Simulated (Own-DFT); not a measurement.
# Response to strain: wurtzite GaN, 96 atoms (Ga48N48)

The numbers are computed, not measured, by runs of the plane-wave DFT program Own-DFT (in-house, retired, unreviewed) at fixed positions, with no spin and no spin-orbit coupling.

Method: PBE; PseudoDojo norm-conserving scalar-relativistic files (stringent for Ga); cutoff 96 hartree; 3 x 4 x 3 k mesh centred on Gamma; Gaussian smearing of 0.01 eV.

Caveats: forces on such cells passed a denser k mesh, each cell not checked; stress not checked against mesh or cutoff.

Unstrained cell vectors in Å: (12.756, 0.000, 0.000); (-4.784, 8.285, 0.000); (0.000, 0.000, 10.370). The unstrained cell has measured lattice constants (interpolated for alloys), not those of this functional. That, the random moves and any unrelaxed bonds set the pressure at no strain. In each run the cell takes a homogeneous strain; fractional positions stay. All atoms carry random offsets, Gaussian with a width of 0.05 Å per axis. Stress is counted positive in tension, P = -(s_xx + s_yy + s_zz)/3, and strain components are those of the symmetric tensor.

```
run  e_xx (%)  e_yy (%)  e_zz (%)  e_yz (%)  e_xz (%)  e_xy (%)  s_xx (GPa)  s_yy (GPa)  s_zz (GPa)  s_yz (GPa)  s_xz (GPa)  s_xy (GPa)  P (GPa)  E (meV/atom)
  1     -0.77      0.19      0.57     -1.49     -1.41     -1.95      -10.38       -8.05       -4.78       -2.68       -2.36       -6.34     7.73          35.3
  2     -1.84      0.46     -1.58      0.30     -1.67     -0.35      -14.58      -10.75      -15.81        0.53       -3.98       -0.88    13.71          43.2
  3      0.23      1.62      1.62      1.51     -1.15     -1.50       -3.28        0.27        0.54        2.86       -2.62       -3.87     0.82           7.0
  4      0.73     -0.71     -1.03      1.51      1.27      0.53       -5.51      -10.01      -11.83        3.33        2.22        1.12     9.12          19.3
  5      1.51     -0.09     -0.97      0.27      1.33      1.89       -2.24       -5.55      -11.90        0.48        2.20        6.10     6.56          19.3
  6      1.31      0.41     -1.56      1.27      1.85     -1.33       -2.67       -5.54      -12.97        3.13        4.21       -4.96     7.06          19.0
  7     -1.99      0.47      1.97      1.79      0.00      1.94      -13.94       -6.22       -0.23        4.00        0.46        6.43     6.80          28.1
  8     -0.35      0.40      0.43     -0.35     -0.34      0.87       -6.23       -5.35       -6.05       -0.77       -0.86        2.76     5.88           0.0
  9      0.47     -1.88     -1.76      1.22     -1.92      0.17       -8.15      -17.41      -17.59        2.93       -3.88       -1.14    14.38          49.8
 10      0.66      0.04     -1.19      1.61     -0.20      0.06       -4.83       -7.43      -11.58        3.26       -0.98        0.74     7.95          13.0
 11      1.64      1.25     -0.73     -1.24      0.41     -1.16        0.33       -0.27      -10.27       -2.70        0.93       -3.26     3.40          10.5
 12     -1.14     -0.34     -0.29      0.53      0.24      0.72      -11.76       -8.60      -11.09        1.34       -0.04        3.79    10.48          11.7
 13      0.48     -0.87      0.83     -0.19     -1.99      0.89       -6.50       -9.28       -4.39        0.62       -5.20        1.83     6.73          25.4
 14     -1.94      1.46     -0.70      1.11     -0.21      0.00      -14.89       -3.83       -9.68        2.82       -0.94        1.42     9.47          16.4
 15      0.59     -1.84      1.88      1.27     -1.60     -0.12       -6.37      -11.36        0.54        2.79       -2.51       -1.36     5.73           5.3
 16      1.09     -1.96     -1.56      1.92      0.92     -0.25       -6.36      -14.93      -16.21        4.86        2.39       -1.87    12.50          33.1
 17     -1.09      0.05     -0.34      0.64     -1.04      0.87           ?           ?           ?           ?           ?           ?        ?             ?
```

E is the free energy for each atom above the lowest run shown.

## Working it out

Each stress component was fitted by least squares to a constant and the strains of the runs shown, as fractions, with shears doubled. Shear strains stay in the fit of a normal stress only where such slopes are resolved. The slopes, in GPa:

```
stress  at no strain  per e_xx  per e_yy  per e_zz  scatter
  s_xx          -7.3  401 ± 17  116 ± 18   51 ± 15     0.74
  s_yy          -7.2  144 ± 22  404 ± 24  106 ± 20     0.99
  s_zz          -7.8   54 ± 20   78 ± 21  451 ± 18     0.88
```

The slope of each shear stress on twice its own strain, from a fit on all six strains: yz 102 ± 5, xz 116 ± 7, xy 163 ± 9 GPa. These are stiffnesses along x, y and z of the frame in which the cell vectors are given, with the crystal's c axis along z: C11, C12, C13 and C33. Hexagonal symmetry asks that xx and yy behave alike, which is a second check on the noise. The atoms are held to the strained lattice; where symmetry lets them move under strain, relaxing them would lower some slopes. The table should be nearly symmetric about its diagonal, and what it lacks of that shows the noise. A ninth of the table's sum, 200 ± 6 GPa, estimates the bulk modulus near the mean pressure of these runs, 8.0 GPa, so it lies above the value at zero pressure.

## The run left out

Asked: what normal stresses and pressure should run 17 give?

Estimate: s_xx = -11.8, s_yy = -9.0, s_zz = -9.8 and P = 10.2 GPa. The calculation gave -11.03, -9.50, -9.11 and P = 9.88 GPa.
